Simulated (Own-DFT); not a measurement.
# How much smaller does PBEsol make it? D0_22 TiAl3, 40 atoms (Al30Ti10)

Calculated, not measured: single-point runs of Own-DFT, a retired in-house plane-wave DFT program that no person has reviewed, on unrelaxed cells, without spin or spin-orbit coupling.

Known weak points: forces on such cells failed a check on a denser k mesh; stress not checked against mesh or cutoff.

Each geometry was run with PBE and with PBEsol, otherwise alike: PseudoDojo norm-conserving scalar-relativistic files made for PBE; cutoff 42 hartree; 4 x 4 x 4 k mesh centred on Gamma; cold (Marzari-Vanderbilt) smearing of 0.2 eV. Unstrained cell vectors in Å: (-2.365, -6.981, 4.326); (-7.667, 3.491, 1.442); (-2.950, -3.488, -7.241). Each has a uniform strain, of which the change of volume is shown, and random moves of rms u per axis.

```
run,volume change (%),u (Å),P with PBE (GPa),P with PBEsol (GPa)
1,1.36,0.0482,1.69,-0.19
2,-1.56,0.0434,4.67,2.72
3,-0.22,0.0548,3.22,1.31
4,-3.69,0.0540,7.72,5.73
5,-1.59,0.0421,4.55,2.60
6,0.26,0.0440,2.36,0.47
7,-2.85,0.0513,6.49,4.52
8,-0.10,0.0509,3.14,1.23
9,-0.49,0.0495,3.53,1.61
10,-1.32,0.0576,4.55,?
```

The question: by how much does PBEsol shrink this cell, and what belongs in the blank?

## Answer

Write v for the change of volume as a fraction. Fitted to v and u², the PBE pressure has a slope of -119 ± 5 GPa in v, with the ions held to the strained lattice. The difference PBEsol less PBE is -1.91 + 2.3 v GPa (slope ± 0.1) and averages -1.93 GPa. Divided by the mean slope of the two, 118 GPa, that makes PBEsol's volume at a given pressure, near 3 GPa, about 1.6 % smaller, or 0.55 % in lengths. At one volume PBEsol's slope is the smaller by 2 GPa, but its pressure there is lower too. If stiffness rises by about 4 GPa for each GPa, PBEsol at equal pressure is stiffer by about 5 GPa. Files made for PBEsol would give a different shift.

For run 10 the line gives 2.61 GPa. The run itself gave 2.61 GPa.
